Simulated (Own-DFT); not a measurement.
# What a defect does to the pressure of its cell: zincblende GaAs

Calculated, not measured: single-point runs of Own-DFT, a retired in-house plane-wave DFT program that no person has reviewed, on unrelaxed cells, without spin or spin-orbit coupling.

All runs used: PBE; PseudoDojo norm-conserving scalar-relativistic files; cutoff 42 hartree; 3 x 3 x 3 k mesh centred on Gamma; Fermi-Dirac smearing of 0.1 eV.

Caveats (not all hold for every row): not probed for a lower state with spin; forces on such cells failed a check on a denser k mesh; forces not confirmed at this smearing and k mesh; forces on such cells passed a denser k mesh, each cell not checked; stress not checked against mesh or cutoff.

All runs share one cell, with vectors in Å (11.307, 0.000, 0.000); (0.000, 11.307, 0.000); (0.000, 0.000, 11.307) and a volume of 1445.4 Å³. Atoms were moved at random from their sites; u is the rms move along one axis. The defect's site can differ from row to row.

| cell | formula | u (Å) | P (GPa) |
|---|---|---|---|
| no defect | As32Ga32 | 0.0209 | 3.53 |
| no defect | As32Ga32 | 0.0209 | 3.52 |
| no defect | As32Ga32 | 0.0510 | 3.98 |
| one As on a Ga site and one Ga on an As site | As32Ga32 | 0.0322 | 3.98 |
| one As on a Ga site and one Ga on an As site | As32Ga32 | 0.0471 | 4.08 |
| one As on a Ga site and one Ga on an As site | As32Ga32 | 0.0494 | 4.32 |
| two As on a Ga site each | As34Ga30 | 0.0275 | 4.75 |
| two As on a Ga site each | As34Ga30 | 0.0285 | 4.75 |
| two As on a Ga site each | As34Ga30 | 0.0306 | 4.77 |
| two As on a Ga site each | As34Ga30 | 0.0315 | ? |
| two As vacancies | As30Ga32 | 0.0290 | 3.18 |
| two As vacancies | As30Ga32 | 0.0531 | 3.54 |
| two As vacancies | As30Ga32 | 0.0546 | 3.39 |
| one In on a Ga site | As32Ga31In | 0.0322 | 4.27 |
| one In on a Ga site | As32Ga31In | 0.0488 | 4.56 |
| one In on a Ga site | As32Ga31In | 0.0496 | 4.66 |

## Working it out

P = P0 + c u² + a shift for each defect gives P0 = 3.46 GPa, c = 187 ± 27 GPa/Å² and a scatter of 0.08 GPa. The shifts, and each times the cell's volume:

- two As on a Ga site each: 1.14 ± 0.06 GPa, 10.3 eV (5.2 eV for each of its 2 sites)
- one In on a Ga site: 0.67 ± 0.07 GPa, 6.1 eV
- one As on a Ga site and one Ga on an As site: 0.31 ± 0.07 GPa, 2.8 eV
- two As vacancies: -0.50 ± 0.07 GPa, -4.5 eV (-2.3 eV for each of its 2 sites)

A positive shift means that the defect pushes the cell outwards. Shift times volume (160.2 GPa Å³ is 1 eV) depends little on the cell's size, so, taken for each site, it can be compared between cells at like pressure. The atoms around the defects weren't relaxed, which would change these numbers.

## Prediction

Question: what pressure belongs in the blank (two As on a Ga site each, u = 0.0315 Å)?

The fitted form gives 4.79 ± 0.09 GPa. The hidden result is 4.77 GPa.
